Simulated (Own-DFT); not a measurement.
# Response to strain: grey tin, 32 atoms (Sn32)

All numbers below are calculated, not measured. The program, named Own-DFT, is a retired in-house plane-wave density functional code that no person has reviewed. Each row is one single-point run on a periodic cell that was not relaxed, without spin or spin-orbit coupling.

Settings of every run: PBE; PseudoDojo norm-conserving scalar-relativistic files; cutoff 42 hartree; 3 x 3 x 5 k mesh centred on Gamma; cold (Marzari-Vanderbilt) smearing of 0.2 eV.

Known limits: forces on such cells failed a check on a denser k mesh; stress not checked against mesh or cutoff.

Unstrained cell vectors in Å: (12.978, 0.000, 0.000); (0.000, 12.978, 0.000); (0.000, 0.000, 6.489). The unstrained cell has measured lattice constants (interpolated for alloys), not those of this functional. That, the random moves and any unrelaxed bonds set the pressure at no strain. Each run strains this cell uniformly, with the atoms carried along. Every atom was also moved at random, by a Gaussian of width 0.05 Å on each axis. Strain is the symmetric tensor, in per cent. Stress is positive in tension, and the pressure is minus a third of its trace.

| run | e_xx (%) | e_yy (%) | e_zz (%) | s_xx (GPa) | s_yy (GPa) | s_zz (GPa) | P (GPa) | E (meV/atom) |
|---|---|---|---|---|---|---|---|---|
| 1 | 0.25 | 0.25 | 0.00 | -3.36 | -3.32 | -3.49 | 3.39 | 34.5 |
| 2 | 1.75 | 1.75 | 0.00 | -1.79 | -1.76 | -2.27 | 1.94 | 16.9 |
| 3 | 2.50 | 2.50 | 0.00 | -0.95 | -0.98 | -1.60 | 1.18 | 0.0 |
| 4 | 0.75 | 0.75 | 0.00 | -2.78 | -2.70 | -2.96 | 2.82 | 21.8 |
| 5 | -1.00 | -1.00 | 0.00 | -4.85 | -4.85 | -4.74 | 4.81 | 64.2 |
| 6 | 2.25 | 2.25 | 0.00 | -1.30 | -1.28 | -1.85 | 1.48 | 8.4 |
| 7 | -2.50 | -2.50 | 0.00 | -6.82 | -6.78 | -6.11 | 6.57 | 88.0 |
| 8 | 3.00 | 3.00 | 0.00 | -0.65 | -0.65 | -1.38 | 0.89 | 9.1 |
| 9 | -0.50 | -0.50 | 0.00 | ? | ? | ? | ? | ? |

E is the free energy for each atom above the lowest run shown.

## Worked fit

The change of volume is close to e_xx + e_yy + e_zz. A straight line through the runs shown gives P = 3.81 - 52 x (fractional change of volume) GPa, with an error of 2 on the slope and a scatter of 0.17 GPa. The strain isn't the same on all axes, but the crystal is cubic, so the slope still estimates the bulk modulus, averaged over pressures from 0.9 to 6.6 GPa.

## Withheld run

Question: what pressure should run 9 give? Its volume changes by -1.00 %.

The line gives 4.3 GPa. The calculation gave 4.20 GPa.
